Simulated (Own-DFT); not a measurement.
# Point defects and the pressure they add: monoclinic HfO2

Source: density functional calculations with Own-DFT, an unreviewed in-house program that is no longer used. Nothing was measured or relaxed, and spin and spin-orbit coupling are left out.

Settings: PBE; PseudoDojo norm-conserving scalar-relativistic files; cutoff 72 hartree; 2 x 2 x 2 k mesh centred on Gamma; Fermi-Dirac smearing of 0.1 eV.

Caveats (not all hold for every row): not probed for a lower state with spin; hafnium file: forces about 75 meV/angstrom off all-electron values; oxygen file: force components 24 meV/angstrom off all-electron in a glass; forces on such cells passed a denser k mesh, each cell not checked; stress not checked against mesh or cutoff.

All runs share one cell, with vectors in Å (10.234, 0.000, 0.000); (0.000, 10.350, 0.000); (-1.696, 0.000, 10.445) and a volume of 1106.4 Å³. The atoms are randomly displaced, by u rms on each axis. The defect's site can differ from row to row.

| cell | formula | u (Å) | P (GPa) |
|---|---|---|---|
| no defect | Hf32O64 | 0.0209 | 3.98 |
| no defect | Hf32O64 | 0.0214 | 3.95 |
| no defect | Hf32O64 | 0.0472 | 4.81 |
| two O vacancies | Hf32O62 | 0.0297 | 3.72 |
| two O vacancies | Hf32O62 | 0.0310 | ? |
| two O vacancies | Hf32O62 | 0.0481 | 5.12 |
| two O vacancies | Hf32O62 | 0.0491 | 4.92 |
| one Si on a Hf site | Hf31O64Si | 0.0300 | 3.41 |
| one Si on a Hf site | Hf31O64Si | 0.0303 | 3.03 |
| one Si on a Hf site | Hf31O64Si | 0.0495 | 4.18 |

## Worked fit

P = P0 + c u² + a shift for each defect gives P0 = 3.59 GPa, c = 631 ± 99 GPa/Å² and a scatter of 0.22 GPa. The shifts, and each times the cell's volume:

- two O vacancies: -0.18 ± 0.20 GPa, -1.2 eV (-0.6 eV for each of its 2 sites) (not resolved)
- one Si on a Hf site: -0.95 ± 0.19 GPa, -6.5 eV

A positive shift means that the defect pushes the cell outwards. Shift times volume (160.2 GPa Å³ is 1 eV) depends little on the cell's size, so, taken for each site, it can be compared between cells at like pressure. The atoms around the defects weren't relaxed, which would change these numbers.

## Check

Asked: what pressure belongs in the blank (two O vacancies, u = 0.0310 Å)?

Estimate: 4.01 ± 0.27 GPa. Computed: 4.10 GPa.
